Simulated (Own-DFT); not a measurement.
# A layer strained by its substrate: wurtzite AlGaN with randomly placed atoms, 72 atoms (Al27Ga9N36)

No measurement is shown. These are fixed-geometry runs of a retired plane-wave code named Own-DFT, which no person has reviewed; spin and spin-orbit coupling are neglected.

Common settings: PBE; PseudoDojo norm-conserving scalar-relativistic files (stringent for Ga); cutoff 96 hartree; 4 x 4 x 3 k mesh centred on Gamma; Gaussian smearing of 0.01 eV.

Known weak points: forces on such cells passed a denser k mesh, each cell not checked; stress not checked against mesh or cutoff.

Unstrained cell vectors in Å: (9.394, 0.000, 0.000); (-4.697, 8.135, 0.000); (0.000, 0.000, 10.066). The unstrained cell has measured lattice constants (interpolated for alloys), not those of this functional. That, the random moves and any unrelaxed bonds set the pressure at no strain. Each run strains x and y alike by e, as a substrate would, and holds the height along z. Random moves of width 0.05 Å per axis were added to every atom. The random placing of the alloy's atoms differs from row to row. Stress is positive in tension.

| e (%) | u (Å) | (s_xx + s_yy)/2 (GPa) | s_zz (GPa) |
|---|---|---|---|
| -3.00 | 0.050 | -26.28 | -11.69 |
| -2.75 | 0.048 | -24.38 | -10.65 |
| -2.00 | 0.048 | -20.78 | -6.25 |
| -1.25 | 0.047 | -14.42 | -7.32 |
| -1.00 | 0.048 | ? | ? |
| -0.75 | 0.052 | -11.68 | -6.82 |
| 1.00 | 0.050 | -0.76 | -4.89 |
| 2.25 | 0.049 | 5.39 | -3.76 |
| 2.50 | 0.053 | 6.82 | -3.00 |
| 2.75 | 0.056 | 6.27 | -3.01 |

## Working it out

With e as a fraction, the in-plane stress is -6.9 + 585 e - 2405 e² GPa (errors 12 and 903, scatter 0.80), and s_zz is -6.2 + 127 e GPa (slope ± 19, scatter 1.23). At e = 0 the first slope is C11 + C12 and the second 2 C13, both with the ions held to the strained lattice and at the cell's own pressure. A free layer would change its height as e changes, and the in-plane slope would drop by 2 C13²/C33 to the biaxial modulus. At fixed height, a misfit of 1 % moves the in-plane stress by about 5.9 GPa and s_zz by 1.3 GPa.

## Prediction

Asked: what are the two stresses at e = -1.00 %?

The fitted form gives -13.0 and -7.5 GPa. The run itself gave -11.78 and -7.62 GPa.
